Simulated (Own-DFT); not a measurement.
## Calculated data, SiC (4H silicon carbide, atoms displaced)

A calculation, not a measurement: plane-wave PBE density functional theory by an unreviewed code, no spin, of a simulated periodic cell, stress positive in tension, free energy of the whole cell less one offset for each atom, forces on such cells passed a denser k mesh, this cell's mesh not checked; offsets are fitted by least squares, one for each functional and potential file, so energies compare only between cells with the same atoms and settings and are not formation energies; the far tail of each file's local potential was reset to the Coulomb form; each entry is a single point on an unrelaxed cell, so the pressure reflects the starting lattice, mostly measured values (interpolated for alloys), from which strain is counted, and rises with the displacements; printed positions are rounded, which can move forces by about a meV/angstrom; the program, named Own-DFT, is a retired in-house code; no spin-orbit coupling; before rounding, a Quantum ESPRESSO 7.3.1 run of the same cell and cutoff gave forces within 1 meV/angstrom rms on each cell, which checks the program and not the settings. Program: Own-DFT development build.

```cif
# cell vector a (Å): 6.1654 0.0000 0.0000
# cell vector b (Å): -3.0827 5.3394 0.0000
# cell vector c (Å): 0.0000 0.0000 10.0681
data_SiC
_symmetry_space_group_name_H-M 'P 1'
_symmetry_Int_Tables_number 1
_cell_length_a 6.1654
_cell_length_b 6.1654
_cell_length_c 10.0681
_cell_angle_alpha 90.000
_cell_angle_beta 90.000
_cell_angle_gamma 120.000
_cell_volume 331.44
loop_
_atom_site_label
_atom_site_type_symbol
_atom_site_fract_x
_atom_site_fract_y
_atom_site_fract_z
_atom_site_occupancy
Si1 Si 0.99931 0.00017 0.40528 1
Si2 Si 0.16626 0.31747 0.16031 1
C1 C 0.00097 0.00680 0.08497 1
C2 C 0.15344 0.31966 0.34902 1
Si3 Si 0.00290 0.49479 0.40729 1
Si4 Si 0.17280 0.84789 0.15648 1
C3 C 0.00360 0.50659 0.08197 1
C4 C 0.14503 0.82432 0.33705 1
Si5 Si 0.48535 0.98105 0.40174 1
Si6 Si 0.66163 0.34041 0.14907 1
C5 C 0.50006 0.01362 0.08269 1
C6 C 0.67965 0.33727 0.35089 1
Si7 Si 0.50382 0.51373 0.40704 1
Si8 Si 0.64935 0.83011 0.15150 1
C7 C 0.52964 0.51378 0.09252 1
C8 C 0.66726 0.84431 0.35029 1
Si9 Si 0.01633 0.00496 0.91282 1
Si10 Si 0.83443 0.67635 0.65656 1
C9 C 0.00650 0.01485 0.59382 1
C10 C 0.81674 0.66393 0.85777 1
Si11 Si 0.00018 0.49511 0.91167 1
Si12 Si 0.84303 0.18053 0.64895 1
C11 C 0.96880 0.48867 0.59716 1
C12 C 0.83777 0.17650 0.84701 1
Si13 Si 0.49265 0.00022 0.90714 1
Si14 Si 0.33399 0.66545 0.66043 1
C13 C 0.51112 0.00427 0.58499 1
C14 C 0.34550 0.67822 0.83347 1
Si15 Si 0.49538 0.50249 0.90374 1
Si16 Si 0.34063 0.15837 0.65262 1
C15 C 0.48061 0.48554 0.58458 1
C16 C 0.35505 0.17710 0.84307 1
_calc_functional 'PBE'
_calc_potential_files 'PseudoDojo norm-conserving, scalar-relativistic, standard set'
_calc_wave_cutoff 42  # hartree
_calc_occupations 'Fermi-Dirac'
_calc_smearing_width 0.1  # eV
_calc_k_mesh '5 x 5 x 3 centred on Gamma'
_calc_free_energy_of_cell_above_offsets '-1.282'  # eV
_calc_pressure 6.4  # GPa
_calc_stress_xx -3.16  # GPa
_calc_stress_yy -6.1  # GPa
_calc_stress_zz -9.94  # GPa
_calc_stress_yz -0.27  # GPa
_calc_stress_xz 0.16  # GPa
_calc_stress_xy 2.53  # GPa
```

Force:
```tsv
element	x (eV/Å)	y (eV/Å)	z (eV/Å)
Si	-0.265	-0.528	1.113
Si	-1.041	2.527	-0.849
C	0.024	-0.664	3.848
C	1.506	1.899	-1.38
Si	-1.32	0.181	0.335
Si	-0.569	-1.798	-1.885
C	1.078	0.027	4.928
C	1.861	0.312	1.264
Si	-1.026	2.936	0.46
Si	3.665	-0.288	2.116
C	-0.006	-1.19	3.095
C	-2.396	-1.049	-2.263
Si	0.847	-2.075	-0.961
Si	1.47	1.792	0.726
C	-4.647	-0.738	-0.531
C	0.408	-1.405	-2.495
Si	-1.743	-0.013	-3.864
Si	-1.589	-0.497	0.984
C	0.808	-1.556	-0.335
C	2.931	1.486	-2.561
Si	-0.589	1.016	-3.703
Si	-0.567	-2.435	2.657
C	2.624	3.645	-1.399
C	0.715	-1.429	-0.915
Si	2.361	0.515	-2.416
Si	-0.552	-0.127	-3.279
C	-0.809	-1.632	1.206
C	-1.151	-0.852	3.682
Si	-0.013	0.224	0.374
Si	-0.595	0.925	0.086
C	0.731	1.61	2.488
C	-2.15	-0.817	-0.525
```
